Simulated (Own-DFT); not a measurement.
# One host, several defects: zincblende GaAs

Calculated, not measured: single-point runs of Own-DFT, a retired in-house plane-wave DFT program that no person has reviewed, on unrelaxed cells, without spin or spin-orbit coupling.

All runs used: PBE; PseudoDojo norm-conserving scalar-relativistic files; cutoff 42 hartree; 3 x 3 x 3 k mesh centred on Gamma; Fermi-Dirac smearing of 0.1 eV.

Limits (not all hold for every row): not probed for a lower state with spin; forces not confirmed at this smearing and k mesh; stress not checked against mesh or cutoff.

All runs share one cell, with vectors in Å (11.737, 0.000, 0.000); (0.000, 11.737, 0.000); (0.000, 0.000, 10.833) and a volume of 1492.4 Å³, strained against the parent crystal. Atoms were moved at random from their sites; u is the rms move along one axis. The defect's site can differ from row to row.

```
                             cell     formula   u (Å)  P (GPa)
                        no defect    As32Ga32  0.0294     1.26
                        no defect    As32Ga32  0.0321     1.27
                        no defect    As32Ga32  0.0489     1.50
one As vacancy and one Ga vacancy    As31Ga31  0.0294     0.91
one As vacancy and one Ga vacancy    As31Ga31  0.0425     1.15
one As vacancy and one Ga vacancy    As31Ga31  0.0477     1.21
              one In on a Ga site  As32Ga31In  0.0488     2.16
              one In on a Ga site  As32Ga31In  0.0510     2.10
              one In on a Ga site  As32Ga31In  0.0540     2.26
              one P on an As site   As31Ga32P  0.0276        ?
              one P on an As site   As31Ga32P  0.0283     0.99
              one P on an As site   As31Ga32P  0.0284     1.00
              one P on an As site   As31Ga32P  0.0295     1.02
              one Al on a Ga site  AlAs32Ga31  0.0298     1.22
              one Al on a Ga site  AlAs32Ga31  0.0471     1.48
              one Al on a Ga site  AlAs32Ga31  0.0494     1.54
```

## Fit

P = P0 + c u² + a shift for each defect gives P0 = 1.07 GPa, c = 191 ± 17 GPa/Å² and a scatter of 0.03 GPa. The shifts, and each times the cell's volume:

- one In on a Ga site: 0.60 ± 0.03 GPa, 5.6 eV
- one Al on a Ga site: -0.01 ± 0.03 GPa, -0.1 eV (not resolved)
- one P on an As site: -0.22 ± 0.03 GPa, -2.1 eV
- one As vacancy and one Ga vacancy: -0.29 ± 0.03 GPa, -2.7 eV

A positive shift means that the defect pushes the cell outwards. Shift times volume (160.2 GPa Å³ is 1 eV) depends little on the cell's size, so, taken for each site, it can be compared between cells at like pressure. The atoms around the defects weren't relaxed, which would change these numbers.

## The run left out

The question: what pressure belongs in the blank (one P on an As site, u = 0.0276 Å)?

The fit gives 0.99 ± 0.04 GPa. Computed: 0.96 GPa.
